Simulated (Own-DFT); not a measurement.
# Energy and forces against displacement in zincblende InP, 64 atoms (In32P32)

Calculated results; nothing here was measured. The program, named Own-DFT, is a retired in-house plane-wave density functional code that no person has reviewed. Each row is one single-point run on a periodic cell that was not relaxed, without spin or spin-orbit coupling.

Settings of every run: PBE; PseudoDojo norm-conserving scalar-relativistic files; cutoff 36 hartree; 3 x 3 x 3 k mesh centred on Gamma; Fermi-Dirac smearing of 0.1 eV.

Known limits, some of them of some rows only: some atoms lie very close together; forces on such cells moved up to 12 meV/angstrom on a denser k mesh; stress not checked against mesh or cutoff.

Cell vectors in Å: (11.737, 0.000, 0.000); (0.000, 11.737, 0.000); (0.000, 0.000, 11.737). In each run every atom was moved at random and independently from its ideal site; u is the rms move along one axis. E is the free energy for each atom above the fitted value at u = 0, and F the rms of the force components.

```
run,u (Å),E (meV/atom),F (eV/Å),largest force (eV/Å),P (GPa)
1,0.0194,5.5,0.242,0.84,3.20
2,0.0203,4.9,0.231,0.85,3.19
3,0.0208,6.7,0.268,0.85,3.22
4,0.0506,37.2,0.630,2.28,3.59
5,0.0512,32.5,0.566,2.06,3.51
6,0.0570,46.9,0.692,2.34,3.73
7,0.0888,114.4,1.108,3.71,4.41
8,0.0912,?,?,?,?
9,0.1032,142.5,1.231,4.49,4.99
10,0.1532,380.6,2.611,16.02,7.82
11,0.1884,497.7,2.809,10.52,8.88
```

## Worked fit

For small independent moves the energy grows as E = (3/2) K u², with K the mean stiffness felt by one atom. The runs with u up to 0.11 Å give K = 9.2 ± 0.3 eV/Å², with residuals divided by u² + 0.0006 Å², since the noise grows with the moves. The scatter is 2.4 meV/atom at u = 0.05 Å. The forces follow F = G u with G = 12.1 eV/Å²; no force at u = 0 is resolved. G exceeds K because the moves of its neighbours add to the force on an atom, and stiffness differs between atoms. At u = 0.188 Å the parabola gives 492 meV/atom and the run 498. The pressure follows P = 3.13 + 170 u² GPa: at fixed volume, shortened bonds push harder than stretched ones pull.

## Withheld run

Question: what energy and rms force should run 8 give?

The fit gives 115 ± 8 meV/atom and about 1.10 eV/Å. The calculation gave 119.5 meV/atom and 1.178 eV/Å.
